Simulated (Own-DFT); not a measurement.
# Shaking the atoms of beta-Si3N4, 42 atoms (N24Si18)

All numbers below are calculated, not measured. The program, named Own-DFT, is a retired in-house plane-wave density functional code that no person has reviewed. Each row is one single-point run on a periodic cell that was not relaxed, without spin or spin-orbit coupling.

Settings of every run: PBE; PseudoDojo norm-conserving scalar-relativistic files; cutoff 42 hartree; 3 x 3 x 3 k mesh centred on Gamma; Fermi-Dirac smearing of 0.1 eV.

Known limits, some of them of some rows only: some atoms lie very close together; forces on such cells passed a denser k mesh, each cell not checked; stress not checked against mesh or cutoff.

Cell vectors in Å: (7.606, 0.000, 0.000); (-3.803, 6.587, 0.000); (0.000, 0.000, 8.727). In each run every atom was moved at random and independently from its ideal site; u is the rms move along one axis. E is the free energy for each atom above the fitted value at u = 0, and F the rms of the force components.

```
run   u (Å)  E (meV/atom)  F (eV/Å)  largest force (eV/Å)  P (GPa)
  1  0.0190          13.9     0.764                  2.53     5.35
  2  0.0201          13.2     0.745                  2.35     5.42
  3  0.0206          26.6     1.087                  4.17     5.84
  4  0.0496             ?         ?                     ?        ?
  5  0.0537         113.7     1.903                  6.85     7.87
  6  0.0792         316.9     3.707                 14.03    13.59
  7  0.1031         472.9     4.458                 14.66    17.14
  8  0.1046         450.5     4.880                 27.71    17.50
  9  0.1445        1112.0    10.184                 54.85    29.70
```

## Worked fit

For small independent moves the energy grows as E = (3/2) K u², with K the mean stiffness felt by one atom. The runs with u up to 0.11 Å give K = 29.5 ± 2.1 eV/Å², with residuals divided by u² + 0.0006 Å², since the noise grows with the moves. The scatter is 16.6 meV/atom at u = 0.05 Å. The forces follow F = G u with G = 43.5 eV/Å²; no force at u = 0 is resolved. G exceeds K because the moves of its neighbours add to the force on an atom, and stiffness differs between atoms. At u = 0.144 Å the parabola gives 922 meV/atom and the run 1112. The pressure follows P = 5.11 + 1158 u² GPa: at fixed volume, shortened bonds push harder than stretched ones pull.

## Withheld run

Question: what energy and rms force should run 4 give?

The fit gives 109 ± 18 meV/atom and about 2.16 eV/Å. The calculation gave 120.9 meV/atom and 2.216 eV/Å.
